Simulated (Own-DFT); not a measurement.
# A pressure from energies alone: monoclinic HfO2, 94 atoms (Hf32O62), with two O vacancies

All values are computed. Each geometry was run twice at fixed positions with Own-DFT, a retired in-house plane-wave program that no person has reviewed: with PBE, and with HSE06 (exact exchange share 0.25 at short range, screening 0.11 per bohr, Gygi-Baldereschi treatment of its divergence). Both used PseudoDojo norm-conserving files made for PBE, a cutoff of 48 hartree, the Gamma point alone, fixed occupations, a neutral cell and no spin. The unstrained cell is 10.1 Å across at its thinnest, so Gamma alone is coarse and defects feel their images. The hafnium file keeps the 4f electrons in the core, and its forces lie about 75 meV/Å off all-electron values. The oxygen file's force components were 24 meV/Å off all-electron values in a glass.

Unstrained cell vectors in Å: (10.234, 0.000, 0.000); (0.000, 10.350, 0.000); (-1.696, 0.000, 10.445), volume V0 = 1106.4 Å³, from measured lattice constants. Each geometry has its own random strain of a few per cent, its own defect sites and random moves of rms u per axis. HSE06 gave the energy alone. D is its energy less that of PBE, over the lowest D shown. The PBE stress wasn't checked against mesh or cutoff.

```
run,V - V0 (Å³),u (Å),P with PBE (GPa),D (eV)
1,-8.6,0.0480,7.20,0.775
2,-11.4,0.0277,6.52,0.630
3,-31.5,0.0502,12.89,0.391
4,-33.1,0.0536,14.03,0.344
5,-16.6,0.0300,7.48,0.499
6,16.4,0.0499,4.20,1.302
7,-39.9,0.0510,14.22,0.231
8,14.7,0.0293,0.30,1.152
9,-25.6,0.0279,9.58,0.356
10,-21.3,0.0294,9.13,0.305
11,17.4,0.0482,2.34,1.342
12,-17.8,0.0299,7.93,0.408
13,-31.8,0.0301,11.80,0.000
14,-0.4,0.0526,6.36,?
```

## Worked fit

D = 0.71 + 0.0209 (V - V0) + 119 u² eV, with an error of 0.0010 on the volume slope, 23 on the last term and a scatter of 0.07 eV. Pressure is -dE/dV, and 1 eV/Å³ is 160.2 GPa, so HSE06 changes the pressure by -3.3 ± 0.2 GPa. With the ions held to the strained lattice, the PBE pressure falls by 231 ± 11 GPa per unit of volume strain; the shape of the strain isn't fitted, so the true error is larger, and a relaxed crystal would be softer. On that slope HSE06's volume at a given pressure is about 1.4 % smaller, or 0.5 % in lengths. At u = 0 and V0 the PBE pressure is 3.1 GPa, which puts the zero-pressure volume, against the measured cell and with the defects in, at +1.4 % for PBE and -0.1 % for HSE06, each good to a few tenths of a per cent.

## Check

Q: what D should run 14 give?

From the fit: 1.03 eV, with rows scattering by 0.07. The calculation gave 1.000 eV.
